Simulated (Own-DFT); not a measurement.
# Stretching a layer in its plane: wurtzite AlGaN with randomly placed atoms, 72 atoms (Al9Ga27N36)

Source: density functional calculations with Own-DFT, an unreviewed in-house program that is no longer used. Nothing was measured or relaxed, and spin and spin-orbit coupling are left out.

All runs used: PBE; PseudoDojo norm-conserving scalar-relativistic files (stringent for Ga); cutoff 96 hartree; 4 x 4 x 3 k mesh centred on Gamma; Gaussian smearing of 0.01 eV.

Keep in mind: forces on such cells passed a denser k mesh, each cell not checked; stress not checked against mesh or cutoff.

Unstrained cell vectors in Å: (9.509, 0.000, 0.000); (-4.755, 8.235, 0.000); (0.000, 0.000, 10.268). The unstrained cell has measured lattice constants (interpolated for alloys), not those of this functional. That, the random moves and any unrelaxed bonds set the pressure at no strain. Each run strains x and y alike by e, as a substrate would, and holds the height along z. Each atom got a random Gaussian move of width 0.05 Å along each axis. The random placing of the alloy's atoms differs from row to row. Stress is positive in tension.

```
e (%),u (Å),(s_xx + s_yy)/2 (GPa),s_zz (GPa)
-2.50,0.044,-22.35,-10.13
-1.75,0.048,-15.77,-12.76
-1.50,0.047,-15.13,-10.31
-1.25,0.049,-13.71,-9.10
-1.00,0.050,-12.47,-9.10
-0.50,0.048,?,?
0.50,0.051,-3.37,-7.36
1.00,0.049,-1.35,-6.65
1.75,0.050,1.64,-5.24
3.00,0.050,6.98,-2.60
```

## Working it out

With e as a fraction, the in-plane stress is -6.3 + 538 e - 3381 e² GPa (errors 11 and 701, scatter 0.54), and s_zz is -7.8 + 155 e GPa (slope ± 21, scatter 1.11). At e = 0 the first slope is C11 + C12 and the second 2 C13, both with the ions held to the strained lattice and at the cell's own pressure. The term in e² is negative: the layer stiffens under compression and softens under tension. A free layer would change its height as e changes, and the in-plane slope would drop by 2 C13²/C33 to the biaxial modulus. At fixed height, a misfit of 1 % moves the in-plane stress by about 5.4 GPa and s_zz by 1.6 GPa.

## Withheld run

Q: what are the two stresses at e = -0.50 %?

Estimate: -9.1 and -8.6 GPa. Computed: -10.07 and -7.08 GPa.
